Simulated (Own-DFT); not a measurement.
# Response to strain: wurtzite AlGaN with randomly placed atoms, 128 atoms (Al56Ga8N64)

Calculated results; nothing here was measured. They come from Own-DFT, an in-house plane-wave density functional program, since retired, whose code no person has reviewed. Each row is one single-point run on a periodic cell that was not relaxed, without spin or spin-orbit coupling.

Settings of every run: PBE; PseudoDojo norm-conserving scalar-relativistic files; cutoff 42 hartree; 3 x 3 x 3 k mesh centred on Gamma; Fermi-Dirac smearing of 0.05 eV.

Known limits: forces on such cells passed a denser k mesh, each cell not checked; stress not checked against mesh or cutoff.

Unstrained cell vectors in Å: (12.486, 0.000, 0.000); (-6.243, 10.814, 0.000); (0.000, 0.000, 10.015). The unstrained cell has measured lattice constants (interpolated for alloys), not those of this functional. That, the random moves and any unrelaxed bonds set the pressure at no strain. Each run strains this cell uniformly, with the atoms carried along. Every atom was also moved at random, by a Gaussian of width 0.05 Å on each axis. The random placing of the alloy's atoms differs from row to row. Strain is the symmetric tensor, in per cent. Stress is positive in tension, and the pressure is minus a third of its trace.

```
run,e_xx (%),e_yy (%),e_zz (%),s_xx (GPa),s_yy (GPa),s_zz (GPa),P (GPa),E (meV/atom)
1,-1.00,-1.00,0.00,-10.67,-13.49,-8.45,10.87,23.6
2,-0.50,-0.50,0.00,-9.51,-9.85,-5.98,8.45,15.9
3,2.75,2.75,0.00,7.80,8.46,-4.17,-4.03,12.5
4,2.00,2.00,0.00,3.80,4.99,-3.92,-1.62,0.0
5,-3.00,-3.00,0.00,-25.99,-26.78,-11.16,21.31,66.0
6,-0.75,-0.75,0.00,-11.08,-11.11,-6.68,9.62,16.5
7,2.50,2.50,0.00,7.10,6.21,-2.52,-3.60,1.0
8,-1.25,-1.25,0.00,-15.52,-13.53,-7.57,12.20,26.2
9,-2.25,-2.25,0.00,?,?,?,?,?
```

E is the free energy for each atom above the lowest run shown.

## Worked fit

The change of volume is close to e_xx + e_yy + e_zz. A straight line through the runs shown gives P = 7.13 - 215 x (fractional change of volume) GPa, with an error of 8 on the slope and a scatter of 0.86 GPa. The strain isn't the same on all axes and the cell isn't cubic, so the slope belongs to this path and is not the bulk modulus.

## Withheld run

Question: what pressure should run 9 give? Its volume changes by -4.45 %.

The line gives 16.7 GPa. The calculation gave 17.43 GPa.
